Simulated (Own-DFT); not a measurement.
# Point defects and the pressure they add: zincblende GaAs

The numbers are computed, not measured, by runs of the plane-wave DFT program Own-DFT (in-house, retired, unreviewed) at fixed positions, with no spin and no spin-orbit coupling.

All runs used: PBE; PseudoDojo norm-conserving scalar-relativistic files; cutoff 42 hartree; 3 x 3 x 3 k mesh centred on Gamma; Fermi-Dirac smearing of 0.1 eV.

Keep in mind (not all hold for every row): not probed for a lower state with spin; forces not confirmed at this smearing and k mesh; stress not checked against mesh or cutoff.

All runs share one cell, with vectors in Å (10.862, 0.000, 0.000); (0.000, 10.862, 0.000); (0.000, 0.000, 11.796) and a volume of 1391.7 Å³, strained against the parent crystal. The atoms are randomly displaced, by u rms on each axis. The defect's site can differ from row to row.

| cell | formula | u (Å) | P (GPa) |
|---|---|---|---|
| no defect | As32Ga32 | 0.0292 | 6.66 |
| no defect | As32Ga32 | 0.0485 | 6.95 |
| no defect | As32Ga32 | 0.0540 | 7.26 |
| one In on a Ga site | As32Ga31In | 0.0280 | ? |
| one In on a Ga site | As32Ga31In | 0.0290 | 7.36 |
| one In on a Ga site | As32Ga31In | 0.0298 | 7.36 |
| one In on a Ga site | As32Ga31In | 0.0306 | 7.44 |
| one Al on a Ga site | AlAs32Ga31 | 0.0279 | 6.65 |
| one Al on a Ga site | AlAs32Ga31 | 0.0483 | 7.03 |
| one Al on a Ga site | AlAs32Ga31 | 0.0512 | 7.02 |
| one P on an As site | As31Ga32P | 0.0287 | 6.38 |
| one P on an As site | As31Ga32P | 0.0291 | 6.34 |
| one P on an As site | As31Ga32P | 0.0493 | 6.64 |
| one As vacancy and one Ga vacancy | As31Ga31 | 0.0308 | 6.01 |
| one As vacancy and one Ga vacancy | As31Ga31 | 0.0335 | 6.01 |
| one As vacancy and one Ga vacancy | As31Ga31 | 0.0467 | 6.35 |

## What the rows give

P = P0 + c u² + a shift for each defect gives P0 = 6.48 GPa, c = 234 ± 24 GPa/Å² and a scatter of 0.06 GPa. The shifts, and each times the cell's volume:

- one In on a Ga site: 0.70 ± 0.06 GPa, 6.1 eV
- one Al on a Ga site: -0.03 ± 0.05 GPa, -0.3 eV (not resolved)
- one P on an As site: -0.35 ± 0.05 GPa, -3.0 eV
- one As vacancy and one Ga vacancy: -0.69 ± 0.05 GPa, -6.0 eV

Against the defect-free cell, a freed cell would be larger where the shift is positive and smaller where it is negative (160.2 GPa Å³ is 1 eV). The atoms around the defects weren't relaxed, which would change these numbers.

## Check

The question: what pressure belongs in the blank (one In on a Ga site, u = 0.0280 Å)?

From the fit: 7.36 ± 0.07 GPa. The calculation gave 7.45 GPa.
